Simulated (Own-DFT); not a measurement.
# One host, several defects: C40 NbSi2

Everything here is calculated. The program is Own-DFT (plane waves, in-house, since retired, never reviewed by a person); positions were held fixed, and spin and spin-orbit coupling were off.

All runs used: PBE; PseudoDojo norm-conserving scalar-relativistic files; cutoff 42 hartree; 4 x 4 x 5 k mesh centred on Gamma; cold (Marzari-Vanderbilt) smearing of 0.2 eV.

Limits: forces on such cells failed a check on a denser k mesh; stress not checked against mesh or cutoff.

All runs share one cell, with vectors in Å (0.000, 8.324, 0.000); (-9.613, 0.000, 0.000); (0.000, 0.000, 6.586) and a volume of 527.0 Å³. The atoms are randomly displaced, by u rms on each axis. The defect's site can differ from row to row.

```
cell,formula,u (Å),P (GPa)
no defect,Nb12Si24,0.0186,1.47
no defect,Nb12Si24,0.0196,1.49
no defect,Nb12Si24,0.0540,2.91
one Si vacancy,Nb12Si23,0.0243,0.89
one Si vacancy,Nb12Si23,0.0301,1.15
one Si vacancy,Nb12Si23,0.0536,?
one Si vacancy,Nb12Si23,0.0543,1.87
two Nb vacancies,Nb10Si24,0.0292,-0.22
two Nb vacancies,Nb10Si24,0.0294,0.09
two Nb vacancies,Nb10Si24,0.0488,0.59
two Nb on a Si site each,Nb14Si22,0.0280,7.44
two Nb on a Si site each,Nb14Si22,0.0478,8.18
two Nb on a Si site each,Nb14Si22,0.0480,8.37
two Si on a Nb site each,Nb10Si26,0.0273,1.59
two Si on a Nb site each,Nb10Si26,0.0284,1.65
two Si on a Nb site each,Nb10Si26,0.0530,2.64
```

## What the rows give

P = P0 + c u² + a shift for each defect gives P0 = 1.36 GPa, c = 491 ± 34 GPa/Å² and a scatter of 0.12 GPa. The shifts, and each times the cell's volume:

- two Nb on a Si site each: 5.76 ± 0.10 GPa, 18.9 eV (9.5 eV for each of its 2 sites)
- two Si on a Nb site each: -0.11 ± 0.10 GPa, -0.4 eV (-0.2 eV for each of its 2 sites) (not resolved)
- one Si vacancy: -0.79 ± 0.10 GPa, -2.6 eV
- two Nb vacancies: -1.88 ± 0.10 GPa, -6.2 eV (-3.1 eV for each of its 2 sites)

Positive is outwards. The product with the volume (160.2 GPa Å³ to the eV) is nearly free of the cell's size; divided by the bulk modulus at the cell's pressure it gives the volume that the defect adds. The atoms around the defects weren't relaxed, which would change these numbers.

## Check

Asked: what pressure belongs in the blank (one Si vacancy, u = 0.0536 Å)?

The fit gives 1.98 ± 0.15 GPa. The run itself gave 2.04 GPa.
